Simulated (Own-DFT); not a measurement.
# Computed records: SiC (4H silicon carbide, atoms displaced), SiC (2H silicon carbide, atoms displaced), GaP (zincblende, strained, atoms displaced), Si$_{3}$N$_{4}$ (beta silicon nitride, strained, atoms displaced)

A calculation, not a measurement: plane-wave PBE density functional theory by an unreviewed code, no spin, of a simulated periodic cell, stress positive in tension, free energy of the whole cell less one offset for each atom, forces on such cells passed a denser k mesh, this cell's mesh not checked; offsets are fitted by least squares, one for each functional and potential file, so energies compare only between cells with the same atoms and settings and are not formation energies; the far tail of each file's local potential was reset to the Coulomb form; each entry is a single point on an unrelaxed cell, so the pressure reflects the starting lattice, mostly measured values (interpolated for alloys), from which strain is counted, and rises with the displacements; printed positions are rounded, which can move forces by about a meV/angstrom; the program, named Own-DFT, is a retired in-house code; no spin-orbit coupling. Program: Own-DFT development build.

Settings shared by all entries: functional PBE; potential files PseudoDojo norm-conserving, scalar-relativistic, standard set; wave cutoff 42 hartree; occupations Fermi-Dirac; smearing width 0.1 eV.

(1) 
```xyz
32
Lattice="6.1654 0.0000 0.0000 -3.0827 5.3394 0.0000 0.0000 0.0000 10.0681" Properties=species:S:1:pos:R:3:force_x:R:1:force_y:R:1:force_z:R:1 formula=SiC hardware=one_NVIDIA_H100 k_mesh=5_x_5_x_3_centred_on_Gamma free_energy_of_cell_above_offsets=4.734 pressure=9.76 stress_xx=-9.55 stress_yy=-4.14 stress_zz=-15.6 stress_yz=1.38 stress_xz=-1.99 stress_xy=0.21 wall_time=118.6
Si    -0.0229     0.0655     4.2968      0.182      0.606     -7.852
Si     0.0180     1.8273     1.4823      0.546       1.48      4.513
C      0.1170     0.1467     0.9981     -1.675     -2.518      -1.93
C      0.0304     1.7917     3.5428     -1.115      1.192     -0.084
Si     4.5215     2.8007     4.1823      2.305     -2.224     -1.352
Si    -1.4817     4.4898     1.4510     -2.428      -2.79       1.95
C      4.5578     2.5467     1.0333      1.132      1.572     -2.757
C     -1.6460     4.5034     3.3013      0.843      0.004      4.155
Si    -0.0284     5.2829     4.1750      0.081      0.796      -3.99
Si     3.1339     1.5798     1.5811     -1.365      1.848      2.683
C      0.0135     5.1915     0.9564      3.855      1.417     -0.901
C      3.0886     1.7653     3.6588      0.264     -0.874     -2.746
Si     1.5960     2.7607     4.0381      -1.37     -2.545      0.498
Si     1.7479     4.4872     1.6420     -0.913     -1.603     -7.488
C      1.6344     2.5597     1.0463      0.438      2.059     -2.244
C      1.5093     4.3781     3.2101     -0.745      1.801       11.5
Si    -0.1210     0.2541     9.2194      8.706     -7.108      2.241
Si     3.0418     3.4784     6.5675      2.973      3.724       2.82
C      2.9416     5.3025     5.9561      1.939     -0.318       4.78
C      3.1564     3.6079     8.4123     -1.254     -0.732      2.668
Si     4.5963     2.5145     9.1004     -0.555      3.481      0.503
Si     4.5759     0.8442     6.7441       0.93      0.697     -6.379
C      4.5251     2.5961     6.0961      3.122      1.392     -1.152
C      4.7986     0.7803     8.3904     -8.011      2.914      2.589
Si     0.0378     5.3305     9.1965     -0.112     -2.301     -0.951
Si     0.0559     3.5530     6.6363     -0.772     -0.968      0.497
C      3.1382     0.0565     5.9479     -1.398     -2.686      2.834
C     -0.0166     3.4706     8.5876      0.812      0.796     -0.647
Si     1.5874     2.6285     9.1235      1.201      1.243      0.949
Si     1.5999     0.9027     6.6838     -1.281     -1.577     -0.416
C      1.7146     2.6052     6.0614     -6.125     -0.171     -2.471
C      1.5857     0.8128     8.6180      -0.21      1.395     -1.819
```

Units: free_energy_of_cell_above_offsets in eV; pressure, stress_xx, stress_yy, stress_zz, stress_yz, stress_xz, stress_xy in GPa; wall_time in s; force_x, force_y, force_z in eV/Å.

(2) 
```xyz
32
Lattice="6.1654 0.0000 0.0000 -3.0827 5.3394 0.0000 0.0000 0.0000 10.0681" Properties=species:S:1:pos:R:3:force_x:R:1:force_y:R:1:force_z:R:1 formula=SiC hardware=one_NVIDIA_H100 k_mesh=5_x_5_x_3_centred_on_Gamma free_energy_of_cell_above_offsets=-4.667 pressure=3.84 stress_xx=-2.01 stress_yy=-3.52 stress_zz=-5.98 stress_yz=0.24 stress_xz=-0.18 stress_xy=0.74 wall_time=124.3
Si     0.0012     0.0059    10.0362     -0.464      0.115      1.198
Si    -0.0088     1.7676     2.4962     -0.083      0.727      0.833
C     -0.0172     0.0349     1.9416     -0.206     -1.072     -1.486
C     -0.0241     1.7549     4.4274      0.283      1.111     -0.639
Si     6.1524     0.0178     5.0211      0.522     -0.605      0.146
Si    -0.0370     1.7604     7.5484      0.826      0.395     -0.777
C      3.0388     5.3256     6.8990      0.848      0.201      0.622
C     -0.0029     1.7722     9.4129     -0.072      0.392      0.762
Si     4.6295     2.6478     0.0273     -0.145      0.655     -0.899
Si    -1.5333     4.4803     2.4783      -0.95      -0.53       0.53
C     -1.5303     2.6830     1.8796     -0.509     -0.203      0.349
C     -1.5618     4.4791     4.3581      0.695     -0.481      0.732
Si     4.5960     2.6712     5.0314      0.596      0.697     -0.126
Si    -1.5410     4.4508     7.5788     -0.313      0.129     -1.069
C     -1.5436     2.6799     6.9175       -0.5     -0.145      0.639
C     -1.5788     4.4666     9.4373      0.989     -0.497       0.73
Si     3.0905     0.0889     0.0348      -0.75     -3.103     -0.405
Si     3.0482     1.7811     2.4917      0.799      0.401      0.429
C      0.0018     5.3155     1.8808     -0.394      1.166       0.31
C      3.1011     1.7867     4.3984     -0.521     -0.481     -0.545
Si     0.0369     5.3252     5.0003     -1.093      0.233       0.78
Si     3.0422     1.7892     7.6131      1.252      -0.69     -1.254
C      3.0508     0.0139     6.9173       0.68     -0.211      0.301
C      3.0714     1.7245     9.4759     -0.204      3.001     -0.047
Si     1.5099     2.6958     0.0257      0.215      0.075     -1.038
Si     1.4690     4.4259     2.5501      1.823      1.277      -0.16
C      1.5285     2.7390     1.8772     -0.186     -1.757      0.421
C      1.5701     4.4466     4.4151      -0.74     -0.633     -0.118
Si     1.5492     2.6407     5.0177     -0.128      0.166      0.763
Si     1.5516     4.4771     7.5938     -1.062     -0.795     -1.156
C      1.5869     2.6290     6.9395     -1.666      1.139      0.034
C      1.5045     4.5009     9.4624      0.459     -0.679       0.14
```

Units: free_energy_of_cell_above_offsets in eV; pressure, stress_xx, stress_yy, stress_zz, stress_yz, stress_xz, stress_xy in GPa; wall_time in s; force_x, force_y, force_z in eV/Å.

(3) 
```xyz
64
Lattice="10.8620 0.0000 0.0000 0.0000 10.8620 0.0000 0.0000 0.0000 10.9361" Properties=species:S:1:pos:R:3:force_x:R:1:force_y:R:1:force_z:R:1 formula=GaP hardware=one_NVIDIA_H100 k_mesh=3_x_3_x_3_centred_on_Gamma free_energy_of_cell_above_offsets=-33.403 pressure=3.6 stress_xx=-3.77 stress_yy=-3.76 stress_zz=-3.27 stress_yz=-0.29 stress_xz=-0.42 stress_xy=0.17 wall_time=517.2
Ga    10.8593     0.0080    10.9175      0.087     -0.258      0.319
Ga     0.0533     2.7390     2.7524      -0.45     -0.485      0.469
Ga     2.7629    10.7749     2.8032     -0.509      0.774     -0.152
Ga     2.7155     2.5994    10.8921      0.241      1.336      0.157
P      1.3722     1.3893     1.3421      0.023     -1.018      0.676
P      1.3946     4.1097     4.1207     -0.158     -0.586      0.354
P      4.1531     1.3308     4.1270     -0.795      0.036     -0.103
P      4.0882     4.0558     1.4184     -0.495      0.163      -0.57
Ga     0.0184    10.7908     5.5227     -0.058      1.038      -0.32
Ga     0.0030     2.7061     8.2583      0.041      0.053     -0.566
Ga     2.7197    10.8461     8.1950      0.077     -0.533      0.848
Ga     2.7662     2.6950     5.4758     -0.345     -0.172      0.001
P      1.4111     1.3392     6.9433      -0.81      0.222     -1.287
P      1.4302     4.0498     9.4707     -1.118     -0.075      2.052
P      4.1152     1.3692     9.5479     -0.415      -0.63      -0.25
P      4.0389     4.0542     6.8743      0.782     -0.031     -0.466
Ga    10.7254     5.4985     0.0125      1.721     -1.301      0.735
Ga     0.0335     8.1562     2.7575     -0.752     -0.059     -0.018
Ga     2.6628     5.4669     2.7351      0.626      0.115      0.066
Ga     2.7160     8.2143     0.0322      0.268     -0.976     -0.021
P      1.3248     6.8466     1.4067        0.3     -0.576     -0.833
P      1.3295     9.4526     4.1361      0.495      0.513       0.04
P      4.0345     6.7933     4.2137       0.49     -0.102     -1.425
P      4.0895     9.5056     1.4014     -0.011      0.389      -0.77
Ga     0.0620     5.4085     5.5656     -0.591      0.121     -0.662
Ga     0.0510     8.1793     8.1738     -1.702     -0.159      0.328
Ga     2.7227     5.3698     8.2411       0.07      0.903     -0.788
Ga     2.7594     8.1910     5.4857     -1.216     -0.846       0.23
P      1.2741     6.7859     6.9440      1.666     -0.317     -0.942
P      1.3132     9.3971     9.5937      0.511      1.603     -0.029
P      4.0660     6.8158     9.4533     -0.744     -0.835      2.063
P      4.0203     9.4456     6.8567      0.842      0.874      0.281
Ga     5.4242     0.0323    10.8678      0.301     -0.328       0.83
Ga     5.4415     2.7253     2.7738      0.454     -0.328      -0.31
Ga     8.2366    10.8247     2.7332     -1.275     -0.063      0.008
Ga     8.1462     2.7783    10.8969      0.074      -1.21      0.833
P      6.7984     1.2908     1.3944      0.101      0.664     -0.329
P      6.7805     4.0404     4.1753      0.176      0.393     -0.597
P      9.4025     1.3169     4.1006      1.606      0.899      0.802
P      9.5107     3.9988     1.3890     -0.167      0.792     -0.048
Ga     5.4095    10.8077     5.4683      0.506     -0.445      0.124
Ga     5.4354     2.5892     8.1128        0.4      0.973      0.303
Ga     8.2049     0.0921     8.1719     -0.229     -1.327      0.186
Ga     8.1479     2.7718     5.5815      0.089     -0.531     -1.055
P      6.8587     1.2977     6.7914     -0.877      0.151     -0.021
P      6.8020     4.0517     9.6176     -0.801     -0.253     -1.058
P      9.5162     1.3492     9.5618     -0.042      0.353      0.405
P      9.4966     4.0663     6.8623       0.45      0.214      0.625
Ga     5.4250     5.4016    10.9021     -0.234      0.635       0.34
Ga     5.4393     8.1512     2.6599     -0.207     -0.301      1.233
Ga     8.0890     5.4395     2.6995      0.196     -0.092      0.196
Ga     8.2014     8.1843     0.0046     -0.452      0.209     -0.272
P      6.7981     6.9029     1.3147     -0.191     -1.397     -0.035
P      6.8122     9.4510     4.0883     -0.262      0.316     -0.123
P      9.5477     6.7430     4.0818      -0.15     -0.114      0.264
P      9.4891     9.5044     1.3810      0.988     -0.039     -0.171
Ga     5.4412     5.4265     5.4670     -0.588     -0.495      0.152
Ga     5.3662     8.1311     8.2601      1.305      0.412     -1.116
Ga     8.1025     5.4092     8.2543      0.242      0.243     -0.138
Ga     8.1706     8.1283     5.4410     -0.597      -1.04     -0.223
P      6.7385     6.7045     6.8308      0.649       1.15      0.495
P      6.7758     9.5058     9.5658        0.5       0.16     -0.415
P      9.4917     6.7694     9.6542     -0.531      0.988     -1.805
P      9.4511     9.4687     6.7457      0.495       0.23      1.504
```

Units: free_energy_of_cell_above_offsets in eV; pressure, stress_xx, stress_yy, stress_zz, stress_yz, stress_xz, stress_xy in GPa; wall_time in s; force_x, force_y, force_z in eV/Å.

(4) 
```xyz
42
Lattice="7.5749 0.0517 0.0199 -3.7427 6.6193 -0.0707 0.0228 -0.0805 8.8761" Properties=species:S:1:pos:R:3:force_x:R:1:force_y:R:1:force_z:R:1 formula=Si3N4 k_mesh=3_x_3_x_3_centred_on_Gamma free_energy_of_cell_above_offsets=-2.089 pressure=3.76 stress_xx=-6.93 stress_yy=-3.43 stress_zz=-0.93 stress_yz=-3.85 stress_xz=0.36 stress_xy=3.88
Si    -1.6049     5.0522     0.6865      1.272      1.836     -1.045
Si     0.2621     2.7527     0.8106      -0.41     -2.149     -2.027
Si     1.4184     5.5173     0.7647      0.203     -1.869     -3.422
Si     5.3603     1.5569     2.1918      3.386      0.165       1.39
Si     3.6132     3.9742     2.2178      2.676     -1.748     -1.468
Si     2.4134     1.2109     2.1666      2.474     -0.991      2.303
N      2.4666     0.2757     0.8045     -1.153     -2.515     -3.202
N      6.1617     1.9578     0.7137      5.581      2.575      5.944
N      2.8672     4.4213     0.7566     -2.061      1.198     -0.961
N      1.4501     6.4911     2.1400      0.259     -1.796      1.638
N     -2.3140     4.6138     2.1354     -0.988     -0.283      2.443
N      1.0813     2.2157     2.2354     -2.054      1.398      0.521
N      0.0311     4.3770     0.5914      0.072      2.383      1.619
N      3.8992     2.1628     2.2815     -4.759      3.368     -0.106
Si    -1.5000     5.1235     3.6963     -2.854      0.359     -1.466
Si     0.1681     2.7186     3.6749      4.073     -0.153        1.3
Si     1.4246     5.4618     3.5571       0.05      0.233      2.487
Si     5.5135     1.4653     5.2188     -3.174      0.479     -1.956
Si     3.5443     3.8118     5.1469       1.85      4.849     -0.682
Si     2.4560     1.1584     5.1888     -0.207     -0.547      -0.42
N      2.4936     0.2310     3.6954     -0.789     -0.034      0.085
N      6.3027     2.0626     3.7715     -3.909     -2.779     -1.496
N      2.8742     4.4524     3.6332     -2.097      0.774        1.3
N      1.4675     6.3854     5.1532       0.29      -0.26     -1.697
N     -2.3849     4.5795     5.0893     -0.004      0.395      0.915
N      1.0245     2.1519     5.2299     -0.074      0.315     -1.781
N      0.0025     4.4101     3.7441      2.986      0.444     -0.898
N      3.7580     2.2442     5.1365      2.589     -4.629      0.195
Si    -1.4720     5.0897     6.5529     -3.977     -0.976      1.025
Si     0.1800     2.6044     6.6207      0.177      1.684      2.178
Si     1.4480     5.4327     6.6029     -0.212      0.064      1.095
Si     5.4868     1.5318     8.2588     -5.286     -3.002     -6.901
Si     3.5656     3.9247     8.0114      2.513     -2.934      4.309
Si     2.3389     1.0737     8.0511      4.407      1.166      4.174
N      2.4872     0.1767     6.6817     -0.882     -0.586     -2.619
N      6.1460     1.9514     6.6480        2.9      0.905      2.679
N      2.8821     4.4116     6.6183     -2.666       1.22     -2.165
N      1.4501     6.3067     8.1017      1.064      1.677      0.736
N     -2.3894     4.4890     8.1176      1.009      1.667      -1.79
N      1.0813     2.1466     8.1709      -2.76       0.96     -1.027
N      0.0159     4.4518     6.7138      2.717     -3.298     -1.033
N      3.8730     2.1454     8.1125      -2.23      0.435     -0.175
```

Units: free_energy_of_cell_above_offsets in eV; pressure, stress_xx, stress_yy, stress_zz, stress_yz, stress_xz, stress_xy in GPa; force_x, force_y, force_z in eV/Å.
